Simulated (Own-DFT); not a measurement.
# Computed records: SiC (4H silicon carbide, strained, atoms displaced)

Computed with Own-DFT development build. A calculation, not a measurement: plane-wave PBE density functional theory by an unreviewed code, no spin, of a simulated periodic cell, stress positive in tension, free energy of the whole cell less one offset for each atom, forces on such cells passed a denser k mesh, this cell's mesh not checked; offsets are fitted by least squares, one for each functional and potential file, so energies compare only between cells with the same atoms and settings and are not formation energies; the far tail of each file's local potential was reset to the Coulomb form; each entry is a single point on an unrelaxed cell, so the pressure reflects the starting lattice, mostly measured values (interpolated for alloys), from which strain is counted, and rises with the displacements; printed positions are rounded, which can move forces by about a meV/angstrom; the program, named Own-DFT, is a retired in-house code; no spin-orbit coupling.

Entry: SiC (4H silicon carbide, strained, atoms displaced)

```
cell vectors (Å)
   6.0565    -0.0370     0.1031
  -3.0603     5.3186    -0.0516
   0.1684    -0.0001     9.9419
atoms (fractions of the cell vectors)
Si  0.98985  0.00962  0.40382
Si  0.16132  0.32813  0.15390
C   0.98872  0.00007  0.09221
C   0.15721  0.31442  0.34000
Si  0.00290  0.50369  0.41203
Si  0.16868  0.83211  0.16145
C   0.00490  0.48702  0.09179
C   0.16534  0.83224  0.34081
Si  0.49708  0.99373  0.40335
Si  0.66425  0.32127  0.15475
C   0.49577  0.99053  0.09432
C   0.67221  0.33990  0.34244
Si  0.52107  0.52262  0.41646
Si  0.65711  0.82282  0.15255
C   0.50221  0.50801  0.09206
C   0.67254  0.83552  0.34158
Si  0.00054  0.99917  0.90570
Si  0.83272  0.66438  0.66181
C   0.01091  0.01223  0.59232
C   0.81620  0.65077  0.83979
Si  0.99236  0.49718  0.90069
Si  0.83758  0.17889  0.65111
C   0.01236  0.51390  0.58937
C   0.82452  0.16089  0.83518
Si  0.49198  0.98565  0.90390
Si  0.35256  0.67980  0.65440
C   0.51527  0.00946  0.59679
C   0.31653  0.65559  0.84276
Si  0.50382  0.49245  0.90307
Si  0.31916  0.15363  0.65060
C   0.48577  0.49209  0.59090
C   0.33283  0.15414  0.84414
```

Here we set functional PBE, potential files PseudoDojo norm-conserving, scalar-relativistic, standard set, wave cutoff 42 hartree, occupations Fermi-Dirac, smearing width 0.1 eV, hardware one NVIDIA H100 and k mesh 5 x 5 x 3 centred on Gamma.

Results for SiC (4H silicon carbide, strained, atoms displaced): free energy of cell above offsets -2.302 eV; pressure 14.37 GPa; stress xx -15.85 GPa; stress yy -10.64 GPa; stress zz -16.6 GPa; stress yz 1.04 GPa; stress xz 5.8 GPa; stress xy -4.92 GPa; wall time 118.5 s.

Force:
```tsv
element	x (eV/Å)	y (eV/Å)	z (eV/Å)
Si	2.658	-1.603	0.66
Si	0.814	-0.052	0.382
C	1.795	-0.77	-0.141
C	0.276	4.099	0.693
Si	0.301	-0.616	-3.229
Si	-1.359	-1.05	-2.078
C	-2.02	1.555	-0.662
C	-0.28	0.083	1.962
Si	-0.416	1.561	0.207
Si	-0.329	1.452	0.105
C	-0.058	0.476	-0.651
C	-0.219	-0.585	1.033
Si	-0.873	-3.058	-3.917
Si	0.258	1.111	0.765
C	0.864	-2.587	-0.497
C	-1.333	-0.357	0.032
Si	-1.12	-0.347	-0.38
Si	-0.451	0.561	-2.734
C	-2.411	-2.424	-0.627
C	2.075	2.279	1.078
Si	-0.244	-1.504	1.262
Si	1.297	0.336	0.528
C	-0.131	-0.055	2.009
C	0.917	0.12	1.436
Si	0.122	0.302	0.307
Si	-1.739	-0.726	0.707
C	-1.387	-0.726	-1.922
C	2.4	0.568	-0.625
Si	-3.177	-1.017	1.017
Si	2.252	1.784	1.553
C	2.042	0.563	2.404
C	-0.523	0.628	-0.678
```
